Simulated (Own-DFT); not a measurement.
# Response to strain: 2H SiC, 72 atoms (C36Si36)

These are calculations, not measurements. The program, named Own-DFT, is a retired in-house plane-wave density functional code that no person has reviewed. Each row is one single-point run on a periodic cell that was not relaxed, without spin or spin-orbit coupling.

Settings of every run: PBE; PseudoDojo norm-conserving scalar-relativistic files; cutoff 42 hartree; 4 x 4 x 3 k mesh centred on Gamma; Fermi-Dirac smearing of 0.1 eV.

Known limits: forces on such cells passed a denser k mesh, each cell not checked; stress not checked against mesh or cutoff.

Unstrained cell vectors in Å: (9.248, 0.000, 0.000); (-4.624, 8.009, 0.000); (0.000, 0.000, 10.068). The unstrained cell has measured lattice constants (interpolated for alloys), not those of this functional. That, the random moves and any unrelaxed bonds set the pressure at no strain. Each run strains this cell uniformly, with the atoms carried along. Every atom was also moved at random, by a Gaussian of width 0.05 Å on each axis. Strain is the symmetric tensor, in per cent. Stress is positive in tension, and the pressure is minus a third of its trace.

| run | e_xx (%) | e_yy (%) | e_zz (%) | e_yz (%) | e_xz (%) | e_xy (%) | s_xx (GPa) | s_yy (GPa) | s_zz (GPa) | s_yz (GPa) | s_xz (GPa) | s_xy (GPa) | P (GPa) | E (meV/atom) |
|---|---|---|---|---|---|---|---|---|---|---|---|---|---|---|
| 1 | -1.42 | 1.92 | 1.77 | 1.07 | 0.31 | -0.41 | -9.02 | 5.79 | 2.51 | 3.89 | 0.27 | -0.90 | 0.24 | 0.0 |
| 2 | 0.76 | -1.39 | -0.60 | 1.84 | 0.89 | -1.19 | 0.07 | -11.95 | -12.19 | 5.24 | 2.91 | -5.65 | 8.02 | 13.4 |
| 3 | 1.82 | 0.80 | 0.51 | 0.67 | 1.54 | 0.90 | 5.78 | 1.48 | -2.27 | 1.33 | 4.38 | 3.99 | -1.66 | 5.4 |
| 4 | -1.62 | 1.34 | -0.27 | 1.64 | 0.73 | -0.26 | -14.53 | 1.95 | -9.50 | 4.97 | 2.18 | -0.12 | 7.36 | 35.0 |
| 5 | 0.11 | 0.61 | -0.20 | -0.35 | -1.58 | 1.09 | -4.68 | 1.04 | -9.01 | -1.34 | -5.85 | 3.88 | 4.22 | 21.0 |
| 6 | 1.67 | -1.61 | 0.41 | -1.23 | -0.24 | 0.20 | 5.10 | -14.36 | -3.74 | -3.02 | -0.82 | 1.12 | 4.34 | 5.0 |
| 7 | 2.00 | -1.54 | 1.47 | 0.48 | -1.25 | 1.09 | 5.93 | -12.39 | 1.56 | 1.95 | -4.27 | 5.88 | 1.63 | 17.4 |
| 8 | 0.98 | 0.95 | 1.32 | 1.84 | -0.21 | -0.79 | 1.59 | 2.15 | 0.08 | 6.42 | -0.30 | -3.25 | -1.27 | 19.3 |
| 9 | -1.61 | 0.55 | 0.83 | 0.52 | 0.55 | -1.12 | -13.67 | -1.93 | -3.89 | 1.30 | 2.10 | -6.42 | 6.50 | 25.7 |
| 10 | -1.25 | 1.91 | -0.53 | -0.85 | 1.53 | -0.72 | -9.52 | 4.77 | -9.82 | -3.15 | 4.92 | -2.15 | 4.86 | 13.8 |
| 11 | -0.80 | 0.09 | -0.34 | 0.27 | 0.10 | 0.07 | -6.74 | -5.55 | -10.13 | 1.17 | 0.11 | -1.08 | 7.47 | 5.5 |
| 12 | -0.57 | -1.82 | -0.96 | 0.93 | 0.35 | 1.82 | -10.08 | -16.44 | -14.87 | 3.99 | 1.34 | 10.51 | 13.80 | 47.6 |
| 13 | 0.27 | 1.75 | -1.14 | -0.17 | -0.93 | 1.76 | -1.20 | 3.78 | -13.19 | -0.19 | -3.04 | 6.78 | 3.54 | 27.4 |
| 14 | -0.74 | 1.50 | -1.78 | 0.34 | -1.35 | -0.03 | -7.93 | 3.91 | -20.69 | 1.78 | -4.76 | 0.43 | 8.24 | 25.5 |
| 15 | -1.58 | -1.82 | -1.84 | 1.92 | -1.32 | -1.15 | -16.14 | -20.63 | -21.40 | 8.67 | -3.98 | -5.70 | 19.39 | 74.9 |
| 16 | -1.80 | 1.56 | 0.19 | 0.15 | 0.83 | -0.45 | -14.50 | 3.34 | -4.98 | 0.54 | 2.20 | -0.61 | 5.38 | 4.9 |
| 17 | 0.80 | -0.53 | 1.79 | -1.73 | -0.39 | 1.22 | ? | ? | ? | ? | ? | ? | ? | ? |

E is the free energy for each atom above the lowest run shown.

## Worked fit

Each stress component was fitted by least squares to a constant and the strains of the runs shown, as fractions, with shears doubled. Shear strains stay in the fit of a normal stress only where such slopes are resolved. The slopes, in GPa:

| stress | at no strain | per e_xx | per e_yy | per e_zz | scatter |
|---|---|---|---|---|---|
| s_xx | -4.4 | 579 ± 30 | 76 ± 26 | 28 ± 34 | 1.31 |
| s_yy | -5.1 | 87 ± 28 | 621 ± 25 | 49 ± 33 | 1.25 |
| s_zz | -7.8 | 60 ± 26 | 49 ± 23 | 625 ± 30 | 1.14 |

Each shear stress against twice its own strain: yz 162 ± 10, xz 163 ± 5, xy 246 ± 20 GPa. These are stiffnesses along x, y and z of the frame in which the cell vectors are given, which need not be the crystal's axes. The atoms are held to the strained lattice; where symmetry lets them move under strain, relaxing them would lower some slopes. The table should be nearly symmetric about its diagonal, and what it lacks of that shows the noise. A ninth of its sum, 242 ± 6 GPa, estimates the bulk modulus near the mean pressure of these runs, 5.8 GPa, so it lies above the value at zero pressure.

## Withheld run

Question: what normal stresses and pressure should run 17 give?

The fit gives s_xx = 0.3, s_yy = -6.8, s_zz = 3.6 and P = 1.0 GPa. The calculation gave 0.34, -6.59, 3.01 and P = 1.08 GPa.
